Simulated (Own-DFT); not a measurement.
# Two functionals across a range of volumes: D0_22 TiAl3, 40 atoms (Al30Ti10)

Source: density functional calculations with Own-DFT, an unreviewed in-house program that is no longer used. Nothing was measured or relaxed, and spin and spin-orbit coupling are left out.

Caveats: forces on such cells failed a check on a denser k mesh; stress not checked against mesh or cutoff.

Each geometry was run with PBE and with PBEsol, otherwise alike: PseudoDojo norm-conserving scalar-relativistic files made for PBE; cutoff 42 hartree; 4 x 4 x 4 k mesh centred on Gamma; cold (Marzari-Vanderbilt) smearing of 0.2 eV. Unstrained cell vectors in Å: (-2.365, -6.981, 4.326); (-7.667, 3.491, 1.442); (-2.950, -3.488, -7.241). Each has a uniform strain, of which the change of volume is shown, and random moves of rms u per axis.

```
run  volume change (%)   u (Å)  P with PBE (GPa)  P with PBEsol (GPa)
  1               1.06  0.0525              1.78                -0.10
  2               1.05  0.0547              1.68                -0.20
  3              -2.66  0.0540              6.23                 4.26
  4               0.32  0.0536              2.42                 0.52
  5              -1.69  0.0540              5.05                 3.11
  6               0.11  0.0447              2.65                 0.74
  7               3.97  0.0507             -1.41                -3.23
  8              -0.62  0.0497              3.29                 1.38
  9              -3.94  0.0493              7.73                 5.73
 10              -1.52  0.0520              4.79                    ?
```

The question: by how much does PBEsol shrink this cell, and what belongs in the blank?

## Worked answer

Write v for the change of volume as a fraction. Fitted to v and u², the PBE pressure has a slope of -117 ± 4 GPa in v, with the ions held to the strained lattice. The difference PBEsol less PBE is -1.91 + 2.3 v GPa (slope ± 0.1) and averages -1.91 GPa. Divided by the mean slope of the two, 116 GPa, that makes PBEsol's volume at a given pressure, near 2 GPa, about 1.6 % smaller, or 0.55 % in lengths. At one volume PBEsol's slope is the smaller by 2 GPa, but its pressure there is lower too. If stiffness rises by about 4 GPa for each GPa, PBEsol at equal pressure is stiffer by about 5 GPa. Files made for PBEsol would give a different shift.

For run 10 the line gives 2.85 GPa. The calculation gave 2.85 GPa.
